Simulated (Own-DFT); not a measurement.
## Calculated data, Si₃N₄ (beta silicon nitride, atoms displaced)

All values are calculated (Own-DFT development build). A calculation, not a measurement: plane-wave PBE density functional theory by an unreviewed code, no spin, of a simulated periodic cell, stress positive in tension, free energy of the whole cell less one offset for each atom, forces on such cells passed a denser k mesh, this cell's mesh not checked; offsets are fitted by least squares, one for each functional and potential file, so energies compare only between cells with the same atoms and settings and are not formation energies; the far tail of each file's local potential was reset to the Coulomb form; each entry is a single point on an unrelaxed cell, so the pressure reflects the starting lattice, mostly measured values (interpolated for alloys), from which strain is counted, and rises with the displacements; printed positions are rounded, which can move forces by about a meV/angstrom; the program, named Own-DFT, is a retired in-house code; no spin-orbit coupling; before rounding, a Quantum ESPRESSO 7.3.1 run of the same cell and cutoff gave forces within 1 meV/angstrom rms on each cell, which checks the program and not the settings.

Common to all runs: functional PBE; potential files PseudoDojo norm-conserving, scalar-relativistic, standard set; wave cutoff 42 hartree; occupations Fermi-Dirac; smearing width 0.1 eV; k mesh 3 x 3 x 3 centred on Gamma.

(1) Si₃N₄ (beta silicon nitride, atoms displaced)

```
Si3N4
1.0
      7.6060     0.0000     0.0000
     -3.8030     6.5870     0.0000
      0.0000     0.0000     8.7270
Si N Si N Si N
6 8 6 8 6 8
Direct
  0.16972 0.76768 0.08188
  0.23139 0.40138 0.08553
  0.59330 0.82775 0.08220
  0.82529 0.23141 0.24657
  0.76637 0.59253 0.24805
  0.40453 0.17135 0.25544
  0.33277 0.02675 0.08121
  0.96720 0.30363 0.08380
  0.69704 0.66237 0.08550
  0.66299 0.96458 0.25215
  0.02950 0.70079 0.25085
  0.29908 0.32619 0.24858
  0.33385 0.66862 0.07934
  0.66679 0.33135 0.24864
  0.17383 0.76903 0.41632
  0.22975 0.40020 0.41631
  0.59947 0.82396 0.41513
  0.82354 0.23041 0.58329
  0.77049 0.59534 0.58439
  0.40340 0.17316 0.58306
  0.33565 0.02933 0.41743
  0.96450 0.29800 0.41736
  0.69728 0.66282 0.41330
  0.66846 0.96786 0.58562
  0.03201 0.69587 0.58269
  0.29917 0.32985 0.58357
  0.33723 0.67024 0.41934
  0.66674 0.33619 0.58581
  0.17483 0.76721 0.74955
  0.22935 0.40796 0.74666
  0.60042 0.82866 0.74885
  0.83043 0.23181 0.91397
  0.77257 0.59678 0.91612
  0.40771 0.17617 0.91970
  0.32816 0.03089 0.75191
  0.96456 0.29848 0.75183
  0.69701 0.66736 0.74752
  0.67036 0.96789 0.91581
  0.02557 0.70115 0.91376
  0.30022 0.33729 0.91675
  0.33344 0.66577 0.74868
  0.67310 0.33657 0.91231
```

The calculation gives: free energy of cell above offsets -7.456 eV; pressure 5.4 GPa; stress xx -4.66 GPa; stress yy -4.3 GPa; stress zz -7.24 GPa; stress yz 1.17 GPa; stress xz 0.72 GPa; stress xy 0.13 GPa.

Force:
```csv
element,x (eV/Å),y (eV/Å),z (eV/Å)
Si,0.88,-0.335,-0.018
Si,-0.891,1.54,-0.877
Si,0.214,-1.049,0.302
Si,-0.547,-0.642,1.059
Si,0.764,-0.659,0.392
Si,0.911,0.119,-1.9
N,-0.383,0.764,1.09
N,1.128,-0.013,-0.337
N,-0.992,1.115,-1.121
N,0.6,1.399,-0.952
N,-0.094,0.094,-0.304
N,-0.183,-0.199,0.827
N,-0.447,-0.919,0.368
N,-0.538,-0.066,0.103
Si,0.944,-0.603,0.006
Si,-0.831,1.48,0.039
Si,-0.998,-0.344,0.893
Si,-0.659,0.056,0.166
Si,-0.012,-0.354,-0.628
Si,0.753,0.334,0.882
N,-0.563,-0.133,0.5
N,1.029,0.186,-0.523
N,0.01,0.455,0.975
N,0.381,0.545,-1.128
N,-0.557,0.243,0.046
N,-0.081,-0.367,-0.328
N,-0.154,-1.318,-0.341
N,-0.044,-0.819,-0.284
Si,0.272,0.351,0.027
Si,0.165,-0.139,0.955
Si,-1.116,-1.135,0.407
Si,-1.468,-0.347,1.177
Si,-1.418,-0.978,-0.149
Si,0.078,0.729,-0.825
N,-0.038,-0.07,-0.259
N,1.522,0.568,-1.455
N,0.389,0.208,0.573
N,0.335,0.708,0.155
N,1.376,0.701,0.374
N,0.945,-1.137,-0.287
N,0.09,0.69,0.029
N,-0.774,-0.661,0.372
```

(2) Si₃N₄ (beta silicon nitride, atoms displaced)

```
Si3N4
1.0
      7.6060     0.0000     0.0000
     -3.8030     6.5870     0.0000
      0.0000     0.0000     8.7270
Si N Si N Si N
6 8 6 8 6 8
Direct
  0.17618 0.77015 0.08505
  0.23215 0.40109 0.08453
  0.59822 0.82154 0.08349
  0.82866 0.23751 0.24926
  0.76694 0.59513 0.24656
  0.40237 0.17179 0.24405
  0.33007 0.02698 0.07952
  0.96352 0.29847 0.08237
  0.70140 0.67284 0.08452
  0.66851 0.97135 0.24728
  0.02893 0.69570 0.24924
  0.30239 0.33247 0.25406
  0.33039 0.66410 0.08090
  0.67146 0.33303 0.24755
  0.17579 0.77072 0.41315
  0.23405 0.40982 0.41126
  0.59613 0.82954 0.41620
  0.82820 0.22959 0.58565
  0.77461 0.59775 0.58131
  0.40695 0.17542 0.58066
  0.32673 0.02590 0.41737
  0.96926 0.29883 0.41895
  0.69929 0.66947 0.41510
  0.66848 0.96754 0.58290
  0.03494 0.70250 0.58043
  0.30300 0.33431 0.58502
  0.33296 0.66329 0.41487
  0.66547 0.32796 0.58038
  0.17053 0.76823 0.75384
  0.23215 0.40503 0.75122
  0.59237 0.82708 0.74901
  0.82277 0.22840 0.91731
  0.76927 0.59989 0.91770
  0.40075 0.16968 0.91607
  0.33402 0.03047 0.74936
  0.96564 0.29810 0.75006
  0.69853 0.66590 0.74977
  0.66891 0.96508 0.91841
  0.03750 0.70080 0.91478
  0.29781 0.33004 0.91985
  0.32797 0.66425 0.75239
  0.67029 0.33739 0.91521
```

The calculation gives: free energy of cell above offsets -7.249 eV; pressure 5.54 GPa; stress xx -4.39 GPa; stress yy -4.91 GPa; stress zz -7.32 GPa; stress yz -0.11 GPa; stress xz 0.85 GPa; stress xy 1.42 GPa.

Force:
```csv
element,x (eV/Å),y (eV/Å),z (eV/Å)
Si,0.367,-1.336,-0.613
Si,-1.793,0.971,0.099
Si,-2.52,0.894,0.239
Si,0.348,-1.183,0.552
Si,0.665,-0.755,1.373
Si,1.377,0.302,1.656
N,-0.342,0.592,0.749
N,1.909,0.542,0.195
N,0.956,-0.653,-0.522
N,0.219,0.034,0.467
N,-0.195,0.374,-0.338
N,0.683,-0.785,-1.866
N,1.046,-0.039,0.416
N,-2.401,0.321,-0.083
Si,0.471,-1.135,0.678
Si,-0.534,-0.66,2.713
Si,-0.213,-0.708,-0.551
Si,-0.908,0.088,-0.714
Si,-0.337,-1.253,0.083
Si,-0.133,0.065,0.548
N,0.02,1.383,-1.272
N,0.574,0.141,-0.749
N,0.155,0.172,-0.131
N,0.128,0.323,0.146
N,-0.476,-0.091,0.638
N,0.032,-0.356,-0.798
N,-0.265,1.536,-0.14
N,0.241,1.228,-0.007
Si,1.381,0.366,-2.118
Si,-0.709,0.27,-0.252
Si,-0.148,-1.16,0.277
Si,-0.394,0.187,-0.289
Si,1.275,-1.005,-0.711
Si,1.094,1.512,-0.819
N,-0.373,-0.153,-0.138
N,1.101,0.162,0.652
N,-0.438,0.785,-0.218
N,0.091,0.486,-0.489
N,-2.368,-0.537,1.793
N,0.741,-0.743,-0.527
N,0.749,0.429,-0.196
N,-1.074,-0.611,0.267
```

(3) Si₃N₄ (beta silicon nitride, atoms displaced)

```
Si3N4
1.0
      7.6060     0.0000     0.0000
     -3.8030     6.5870     0.0000
      0.0000     0.0000     8.7270
Si N Si N Si N
6 8 6 8 6 8
Direct
  0.17224 0.76859 0.08143
  0.22653 0.40167 0.08290
  0.59284 0.82104 0.08311
  0.82524 0.22997 0.25012
  0.77363 0.60308 0.24985
  0.40378 0.17175 0.24877
  0.33191 0.03135 0.08398
  0.96686 0.30093 0.08483
  0.69887 0.67076 0.08297
  0.66781 0.96794 0.25332
  0.02987 0.70109 0.24695
  0.30700 0.33580 0.24753
  0.33194 0.66454 0.07798
  0.66686 0.33609 0.25281
  0.17494 0.77131 0.41594
  0.23105 0.40288 0.41815
  0.59385 0.82567 0.41262
  0.82553 0.22888 0.58646
  0.76856 0.59478 0.58407
  0.40540 0.17559 0.58473
  0.33534 0.03379 0.41244
  0.96967 0.29924 0.41436
  0.70109 0.66657 0.41825
  0.66851 0.96774 0.58553
  0.03693 0.70571 0.57721
  0.30493 0.33484 0.58241
  0.33008 0.66530 0.41713
  0.66591 0.33401 0.58546
  0.17472 0.76816 0.75349
  0.23175 0.40779 0.75135
  0.59768 0.83020 0.75104
  0.82921 0.23718 0.91619
  0.76689 0.59505 0.91924
  0.40976 0.18096 0.91354
  0.33177 0.03085 0.75098
  0.97183 0.30135 0.74702
  0.69572 0.66891 0.74998
  0.66433 0.96448 0.91647
  0.03332 0.70111 0.91416
  0.30566 0.33490 0.91868
  0.32795 0.66599 0.75297
  0.67472 0.33912 0.91823
```

Results for Si₃N₄ (beta silicon nitride, atoms displaced): free energy of cell above offsets -7.388 eV; pressure 5.52 GPa; stress xx -5.57 GPa; stress yy -4.28 GPa; stress zz -6.72 GPa; stress yz 0.84 GPa; stress xz 0.16 GPa; stress xy 0.68 GPa.

Force:
```csv
element,x (eV/Å),y (eV/Å),z (eV/Å)
Si,1.087,0.287,0.104
Si,0.491,0.945,0.552
Si,-1.222,0.683,0.156
Si,-1.222,0.427,0.44
Si,-0.133,-1.979,0.285
Si,0.663,1.473,-0.221
N,-0.145,-0.047,-1.142
N,0.536,-0.19,-0.617
N,0.618,-0.045,0.272
N,0.256,0.29,-1.715
N,0.408,0.47,0.32
N,-0.676,-0.285,0.503
N,-0.364,-0.045,0.461
N,0.369,0.004,-0.369
Si,0.751,0.127,-0.997
Si,-0.19,0.773,-1.038
Si,-0.201,-1.091,1.971
Si,-0.726,0.317,-1.604
Si,0.722,0.011,0.052
Si,0.502,-0.253,-0.801
N,-0.357,-0.601,1.391
N,0.081,-0.331,0.971
N,-1.014,1.032,-0.454
N,0.115,0.304,-0.901
N,-1.474,-0.583,2.216
N,-0.269,-0.299,0.84
N,0.657,0.155,-0.178
N,0.68,-0.184,0.21
Si,-0.051,0.389,-1.906
Si,0.623,0.426,-0.398
Si,-1.092,-1.475,-0.284
Si,0.047,-1.385,-0.019
Si,0.452,0.532,-1
Si,0.774,-0.876,1.152
N,-0.173,0.25,-0.152
N,0.034,-0.24,1.199
N,0.748,-0.175,0.355
N,0.426,2.133,0.611
N,-1.576,-0.489,0.842
N,-0.568,-0.127,-0.723
N,1.521,0.303,-0.219
N,-1.106,-0.63,-0.163
```

(4) Si₃N₄ (beta silicon nitride, atoms displaced)

```
Si3N4
1.0
      7.6060     0.0000     0.0000
     -3.8030     6.5870     0.0000
      0.0000     0.0000     8.7270
Si N Si N Si N
6 8 6 8 6 8
Direct
  0.17111 0.76651 0.08357
  0.23008 0.40551 0.08534
  0.59333 0.82385 0.08219
  0.82684 0.23302 0.25135
  0.76977 0.59393 0.24538
  0.40577 0.17460 0.24916
  0.33695 0.03461 0.08097
  0.96780 0.29728 0.08398
  0.69970 0.67015 0.08281
  0.66208 0.96894 0.24989
  0.03333 0.69889 0.24794
  0.29819 0.33319 0.24798
  0.33278 0.66803 0.08178
  0.66750 0.33252 0.24915
  0.17506 0.76684 0.41875
  0.22706 0.40499 0.41704
  0.59929 0.83007 0.41524
  0.82140 0.23384 0.58264
  0.76904 0.59261 0.58075
  0.40313 0.17079 0.58246
  0.33138 0.03234 0.41454
  0.96589 0.29886 0.41149
  0.70368 0.66598 0.41596
  0.66983 0.97484 0.58159
  0.03352 0.69880 0.58247
  0.30253 0.33429 0.58427
  0.33619 0.66856 0.41880
  0.66287 0.33055 0.58413
  0.17681 0.77255 0.75210
  0.22902 0.40205 0.74858
  0.59640 0.82611 0.75077
  0.82367 0.22922 0.91875
  0.77450 0.59851 0.91731
  0.41045 0.17480 0.91637
  0.32781 0.02525 0.75270
  0.96937 0.30481 0.75182
  0.70033 0.66680 0.74818
  0.66840 0.96514 0.91705
  0.02985 0.70161 0.91561
  0.30357 0.33373 0.91971
  0.33291 0.67111 0.74987
  0.66652 0.33572 0.91918
```

It finds free energy of cell above offsets -7.590 eV; pressure 5.46 GPa; stress xx -5.63 GPa; stress yy -4.48 GPa; stress zz -6.28 GPa; stress yz 0.32 GPa; stress xz 0.03 GPa; stress xy -0.57 GPa.

Force:
```csv
element,x (eV/Å),y (eV/Å),z (eV/Å)
Si,1.102,1.052,-0.517
Si,-0.175,0.523,-1.022
Si,-0.652,0.01,0.583
Si,-0.881,-0.812,-1.346
Si,0.218,-0.327,0.958
Si,-0.033,0.509,-0.42
N,-0.423,-1.318,0.623
N,0.119,0.054,0.022
N,0.257,0.129,-0.162
N,0.628,0.416,-0.445
N,-0.686,-0.117,0.71
N,0.795,-0.663,1.16
N,-0.058,-0.416,0.101
N,-0.376,0.378,0.037
Si,0.364,0.409,-0.856
Si,0.634,0.596,-0.227
Si,-0.083,-1.126,0.409
Si,0.972,0.197,0.224
Si,0.28,-0.061,0.621
Si,-0.169,0.244,0.429
N,-0.32,-0.657,0.37
N,0.661,0.363,1.991
N,-1.05,1.005,-0.659
N,0.368,-0.818,0.481
N,-0.751,-0.187,0.565
N,0.129,-0.774,-0.598
N,0.103,-0.349,-0.107
N,-0.22,0.48,-0.028
Si,0.03,-1.494,-0.584
Si,-0.011,1.445,1.282
Si,-0.459,-0.533,-0.846
Si,-0.181,0.236,-0.289
Si,-1.099,-0.818,-0.587
Si,-0.96,0.536,0.075
N,-0.029,2.015,-0.761
N,-0.271,-0.553,-0.54
N,-0.153,0.488,0.129
N,0.198,1.064,-0.122
N,0.386,0.274,0.473
N,-0.067,-0.403,-0.898
N,0.945,-0.999,0.012
N,0.917,0.003,-0.24
```

(5) Si₃N₄ (beta silicon nitride, atoms displaced)

```
Si3N4
1.0
      7.6060     0.0000     0.0000
     -3.8030     6.5870     0.0000
      0.0000     0.0000     8.7270
Si N Si N Si N
6 8 6 8 6 8
Direct
  0.17558 0.77333 0.08312
  0.22841 0.40575 0.08234
  0.59569 0.82833 0.08139
  0.82831 0.22758 0.24645
  0.77436 0.59836 0.25293
  0.40665 0.17978 0.25006
  0.33285 0.03413 0.08348
  0.96575 0.29994 0.08498
  0.69902 0.66728 0.08413
  0.67165 0.97099 0.24718
  0.03766 0.70269 0.25105
  0.30102 0.33332 0.24809
  0.33509 0.66921 0.07996
  0.66720 0.33378 0.25139
  0.17556 0.77114 0.41645
  0.22504 0.40178 0.41917
  0.59679 0.82939 0.41680
  0.82013 0.22916 0.58465
  0.76639 0.60170 0.58149
  0.40325 0.17152 0.58585
  0.33870 0.03373 0.41588
  0.96670 0.30298 0.41675
  0.69675 0.66898 0.41961
  0.66565 0.96663 0.58156
  0.02793 0.69699 0.58493
  0.30298 0.33181 0.58424
  0.33514 0.66663 0.41451
  0.66595 0.33519 0.58154
  0.17590 0.76748 0.75415
  0.22915 0.40361 0.74721
  0.59433 0.82250 0.74753
  0.83075 0.23366 0.91698
  0.76944 0.59654 0.91518
  0.39947 0.16888 0.91744
  0.32548 0.02727 0.75021
  0.97560 0.30471 0.75388
  0.69923 0.67188 0.75240
  0.66761 0.97232 0.91759
  0.02831 0.69895 0.91849
  0.30044 0.33141 0.91618
  0.32896 0.66757 0.75231
  0.67077 0.33539 0.92080
```

It finds free energy of cell above offsets -7.402 eV; pressure 5.39 GPa; stress xx -5.46 GPa; stress yy -4.43 GPa; stress zz -6.28 GPa; stress yz 0.53 GPa; stress xz -0.05 GPa; stress xy 0.21 GPa.

Force:
```csv
element,x (eV/Å),y (eV/Å),z (eV/Å)
Si,0.73,-0.432,0.01
Si,0.388,0.678,-0.039
Si,0.113,-0.904,0.161
Si,-1.903,0.833,1.383
Si,-0.25,-0.967,-0.68
Si,0.771,0.05,0.017
N,-0.308,-0.624,0.441
N,1.539,0.521,-0.754
N,-0.088,0.643,0.14
N,0.199,-0.547,0.662
N,-1.226,-0.182,-0.197
N,-0.645,-0.148,0.706
N,-0.497,-0.192,0.131
N,0.583,0.418,-0.022
Si,0.834,-0.158,0.908
Si,0.719,0.995,-0.857
Si,-0.801,-0.854,-1.15
Si,0.234,0.957,0.12
Si,1.51,-1.572,1.22
Si,0.713,0.594,-0.659
N,-0.639,-0.471,0.28
N,0.246,-0.558,0.279
N,0,0.624,-1.232
N,0.315,0.858,0.771
N,0.137,0.577,-0.161
N,-0.395,-0.19,-0.332
N,-0.296,-0.047,0.297
N,-0.382,0.087,0.497
Si,-1.241,-0.369,-0.893
Si,0.807,1.04,1.015
Si,-1.484,0.642,1.195
Si,-1.392,-0.133,0.093
Si,-0.042,-1.049,1.111
Si,1.198,1.81,-0.285
N,0.033,0.326,0.256
N,-1.363,-1.094,-1.352
N,0.351,-0.151,-0.797
N,0.405,-0.172,-1.098
N,0.339,0.501,-0.061
N,-0.18,-0.218,-0.171
N,1.839,-0.542,-0.332
N,-0.87,-0.576,-0.619
```

(6) Si₃N₄ (beta silicon nitride, atoms displaced)

```
Si3N4
1.0
      7.6060     0.0000     0.0000
     -3.8030     6.5870     0.0000
      0.0000     0.0000     8.7270
Si N Si N Si N
6 8 6 8 6 8
Direct
  0.17771 0.77149 0.08206
  0.23479 0.41031 0.08632
  0.59777 0.82821 0.08383
  0.82468 0.22995 0.25101
  0.76942 0.60097 0.25028
  0.40387 0.17254 0.25215
  0.33743 0.03225 0.07917
  0.97504 0.30360 0.08217
  0.69760 0.66162 0.08693
  0.67047 0.97002 0.24778
  0.02993 0.69636 0.25090
  0.30188 0.33064 0.24719
  0.33163 0.66826 0.08423
  0.66671 0.33498 0.25166
  0.17181 0.76665 0.42024
  0.23272 0.40565 0.41428
  0.59410 0.82761 0.41526
  0.82542 0.22793 0.58063
  0.76658 0.59121 0.58279
  0.40683 0.17296 0.58100
  0.33394 0.03041 0.41830
  0.96344 0.29798 0.41240
  0.69995 0.66816 0.42022
  0.66536 0.96874 0.58353
  0.03335 0.70241 0.58538
  0.29944 0.33525 0.58290
  0.33403 0.66364 0.41603
  0.66853 0.33422 0.58302
  0.16730 0.76438 0.74973
  0.23137 0.40489 0.74916
  0.59320 0.82453 0.74846
  0.82694 0.22948 0.91616
  0.77282 0.60073 0.91728
  0.40302 0.16994 0.91892
  0.33103 0.03229 0.75195
  0.96486 0.29790 0.75067
  0.69832 0.66835 0.74941
  0.66330 0.96769 0.91471
  0.03475 0.70269 0.91657
  0.30325 0.33405 0.91967
  0.33310 0.66722 0.75088
  0.66200 0.33255 0.92091
```

It finds free energy of cell above offsets -7.352 eV; pressure 5.43 GPa; stress xx -3.59 GPa; stress yy -4.74 GPa; stress zz -7.96 GPa; stress yz 0.02 GPa; stress xz -0.64 GPa; stress xy -0.35 GPa.

Force:
```csv
element,x (eV/Å),y (eV/Å),z (eV/Å)
Si,-0.142,-0.21,0.691
Si,-0.044,-0.113,-1.294
Si,-0.608,-1.067,-0.751
Si,-0.833,0.945,-1.729
Si,1.188,-1.867,1.069
Si,1.005,0.612,-1.105
N,-0.549,-1.063,2.259
N,-0.885,-0.787,0.468
N,-1.427,1.806,-1.199
N,0.155,-0.136,0.566
N,0.083,0.766,-0.07
N,-0.075,-0.254,1.121
N,1.204,0.384,0.157
N,-0.105,-0.167,0.098
Si,0.904,-0.092,-1.049
Si,-0.621,-0.259,0.098
Si,0.103,-0.662,0.394
Si,-0.571,0.52,0.617
Si,0.322,0.123,0.606
Si,-0.294,0.869,1.577
N,-0.381,-0.785,-0.51
N,1.866,0.564,1.24
N,-0.636,0.831,-0.833
N,0.248,0.053,-0.539
N,-1.331,-0.69,-0.553
N,1.061,-1.145,-0.518
N,-0.697,0.752,-0.059
N,-0.036,-0.502,-0.043
Si,2.008,1.359,0.433
Si,-0.336,0.323,1.113
Si,-0.501,-0.291,0.293
Si,-1.416,0.55,0.671
Si,0.041,-1.945,-0.023
Si,0.036,1.93,-1.17
N,-0.321,-0.826,-0.961
N,1.041,0.297,-0.881
N,0.283,0.299,0.091
N,0.7,0.124,0.489
N,-1.178,-0.337,0.353
N,-0.212,-0.261,-0.593
N,-0.444,-0.301,-0.166
N,1.396,0.655,-0.358
```
